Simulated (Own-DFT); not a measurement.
# How HSE06 shifts the pressure of monoclinic HfO2, 94 atoms (Hf32O62), with two O vacancies

Calculated, not measured. Each geometry was run twice at fixed positions with Own-DFT, a retired in-house plane-wave program that no person has reviewed: with PBE, and with HSE06 (exact exchange share 0.25 at short range, screening 0.11 per bohr, Gygi-Baldereschi treatment of its divergence). Both used PseudoDojo norm-conserving files made for PBE, a cutoff of 48 hartree, the Gamma point alone, fixed occupations, a neutral cell and no spin. With Gamma alone and a thickness of 10.1 Å, finite-size errors remain in every number. The hafnium file keeps the 4f electrons in the core, and its forces lie about 75 meV/Å off all-electron values. The oxygen file's force components were 24 meV/Å off all-electron values in a glass.

Unstrained cell vectors in Å: (10.234, 0.000, 0.000); (0.000, 10.350, 0.000); (-1.696, 0.000, 10.445), volume V0 = 1106.4 Å³, from measured lattice constants. Each geometry has its own random strain of a few per cent, its own defect sites and random moves of rms u per axis. HSE06 gave the energy alone. D is its energy less that of PBE, over the lowest D shown. The PBE stress wasn't checked against mesh or cutoff.

| run | V - V0 (Å³) | u (Å) | P with PBE (GPa) | D (eV) |
|---|---|---|---|---|
| 1 | 23.5 | 0.0471 | -0.70 | 1.827 |
| 2 | 13.6 | 0.0298 | 0.68 | 1.236 |
| 3 | -13.6 | 0.0316 | 6.96 | 0.646 |
| 4 | 3.2 | 0.0507 | 5.27 | 1.208 |
| 5 | -26.5 | 0.0269 | 9.87 | 0.250 |
| 6 | -17.8 | 0.0295 | 7.44 | 0.581 |
| 7 | 10.5 | 0.0295 | 2.52 | 1.142 |
| 8 | 11.6 | 0.0475 | 3.07 | 1.414 |
| 9 | 12.7 | 0.0503 | 2.66 | 1.583 |
| 10 | -15.1 | 0.0307 | 6.99 | 0.599 |
| 11 | -45.1 | 0.0467 | 17.02 | 0.000 |
| 12 | -33.8 | 0.0509 | 12.80 | 0.318 |
| 13 | -19.8 | 0.0319 | 8.88 | 0.472 |
| 14 | -22.1 | 0.0290 | 8.44 | ? |

## Analysis

D = 0.82 + 0.0252 (V - V0) + 148 u² eV, with an error of 0.0008 on the volume slope, 22 on the last term and a scatter of 0.06 eV. Pressure is -dE/dV, and 1 eV/Å³ is 160.2 GPa, so HSE06 changes the pressure by -4.0 ± 0.1 GPa. With the ions held to the strained lattice, the PBE pressure falls by 259 ± 10 GPa per unit of volume strain; the shape of the strain isn't fitted, so the true error is larger, and a relaxed crystal would be softer. On that slope HSE06's volume at a given pressure is about 1.6 % smaller, or 0.5 % in lengths. At u = 0 and V0 the PBE pressure is 2.9 GPa, which puts the zero-pressure volume, against the measured cell and with the defects in, at +1.1 % for PBE and -0.4 % for HSE06, each good to a few tenths of a per cent.

## The run left out

Asked: what D should run 14 give?

Estimate: 0.39 eV, with rows scattering by 0.06. DFT gave 0.495 eV.
